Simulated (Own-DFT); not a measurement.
# Response to strain: beta-Si3N4, 112 atoms (N64Si48)

These are calculations, not measurements. They come from Own-DFT, an in-house plane-wave density functional program, since retired, whose code no person has reviewed. Each row is one single-point run on a periodic cell that was not relaxed, without spin or spin-orbit coupling.

Settings of every run: PBE; PseudoDojo norm-conserving scalar-relativistic files; cutoff 42 hartree; 2 x 2 x 4 k mesh centred on Gamma; Fermi-Dirac smearing of 0.1 eV.

Known limits: forces on such cells moved up to 12 meV/angstrom on a denser k mesh; stress not checked against mesh or cutoff.

Unstrained cell vectors in Å: (15.212, 0.000, 0.000); (-7.606, 13.174, 0.000); (0.000, 0.000, 5.818). The unstrained cell has measured lattice constants (interpolated for alloys), not those of this functional. That, the random moves and any unrelaxed bonds set the pressure at no strain. Each run strains this cell uniformly, with the atoms carried along. Every atom was also moved at random, by a Gaussian of width 0.05 Å on each axis. Strain is the symmetric tensor, in per cent. Stress is positive in tension, and the pressure is minus a third of its trace.

```
run,e_xx (%),e_yy (%),e_zz (%),e_yz (%),e_xz (%),e_xy (%),s_xx (GPa),s_yy (GPa),s_zz (GPa),s_yz (GPa),s_xz (GPa),s_xy (GPa),P (GPa),E (meV/atom)
1,0.99,-0.45,-1.46,-1.53,1.10,-1.88,-3.62,-10.85,-18.99,-5.57,5.25,-6.54,11.16,29.0
2,1.62,-0.82,-1.52,-0.71,-0.98,1.16,-0.65,-10.57,-23.36,-3.42,-2.92,3.78,11.52,49.2
3,1.11,-0.84,1.27,0.17,1.43,0.09,-1.14,-9.75,-0.93,-1.10,4.60,1.15,3.94,0.0
4,-0.79,1.53,1.33,-0.66,-1.03,0.91,-8.43,1.74,-3.27,-1.90,-4.19,2.06,3.32,26.8
5,1.28,0.71,-1.72,-1.99,0.00,1.87,-1.96,-4.91,-20.17,-6.09,0.79,6.77,9.01,44.2
6,1.18,-1.89,-0.89,0.97,1.75,-1.52,-4.43,-15.55,-20.26,3.38,7.14,-4.26,13.41,46.8
7,0.14,-0.79,-1.12,-1.71,-1.68,0.27,-11.56,-12.22,-16.70,-6.34,-5.95,-0.69,13.49,29.5
8,1.95,-0.65,1.65,1.45,0.22,-0.82,1.74,-6.79,3.22,4.96,0.51,-3.35,0.61,4.9
9,-1.29,0.83,-1.66,1.87,-0.51,1.42,-15.35,-4.57,-25.37,3.76,-0.26,4.44,15.10,59.6
10,0.92,-0.99,1.62,-0.37,1.94,1.36,-4.02,-10.86,-0.56,-0.54,6.72,7.31,5.14,38.3
11,1.85,1.82,0.84,-0.56,-1.18,0.33,5.22,4.81,-2.36,-0.93,-2.56,-0.17,-2.56,1.6
12,-0.71,0.31,1.94,-1.51,0.13,0.02,-7.98,-7.15,2.89,-4.48,0.31,1.68,4.08,9.5
13,1.43,-1.15,-0.31,-0.27,-0.71,-0.52,-2.15,-12.24,-10.92,0.75,-1.94,-1.59,8.43,26.3
14,-0.87,0.74,-1.72,-0.19,0.36,-1.08,-12.13,-5.90,-22.96,-0.55,1.83,-4.57,13.66,22.7
15,0.80,0.93,-1.32,1.28,-1.18,0.95,-3.73,-2.23,-18.31,4.70,-5.21,2.60,8.09,16.4
16,1.97,0.70,1.07,-0.12,1.69,-0.46,5.11,-1.25,-2.03,-0.90,4.55,-2.27,-0.61,11.1
17,1.63,-2.00,-1.21,1.24,-0.02,1.18,-2.33,-20.43,-18.05,2.53,-1.52,3.98,13.60,61.5
18,1.83,-0.49,1.70,1.42,-1.44,-1.02,?,?,?,?,?,?,?,?
```

E is the free energy for each atom above the lowest run shown.

## Worked fit

Each stress component was fitted by least squares to a constant and the strains of the runs shown, as fractions, with shears doubled. Shear strains stay in the fit of a normal stress only where such slopes are resolved. The slopes, in GPa:

| stress | at no strain | per e_xx | per e_yy | per e_zz | scatter |
|---|---|---|---|---|---|
| s_xx | -7.7 | 527 ± 28 | 141 ± 26 | 88 ± 20 | 1.10 |
| s_yy | -7.6 | 99 ± 32 | 547 ± 30 | 75 ± 23 | 1.27 |
| s_zz | -11.1 | 112 ± 46 | 58 ± 43 | 695 ± 32 | 1.79 |

Each shear stress against twice its own strain: yz 153 ± 12, xz 177 ± 14, xy 192 ± 9 GPa. These are stiffnesses along x, y and z of the frame in which the cell vectors are given, which need not be the crystal's axes. The atoms are held to the strained lattice; where symmetry lets them move under strain, relaxing them would lower some slopes. The table should be nearly symmetric about its diagonal, and what it lacks of that shows the noise. A ninth of its sum, 260 ± 6 GPa, estimates the bulk modulus near the mean pressure of these runs, 7.7 GPa, so it lies above the value at zero pressure.

## Withheld run

Question: what normal stresses and pressure should run 18 give?

The fit gives s_xx = 2.7, s_yy = -7.2, s_zz = 2.5 and P = 0.7 GPa. The calculation gave 3.74, -6.76, 1.38 and P = 0.55 GPa.
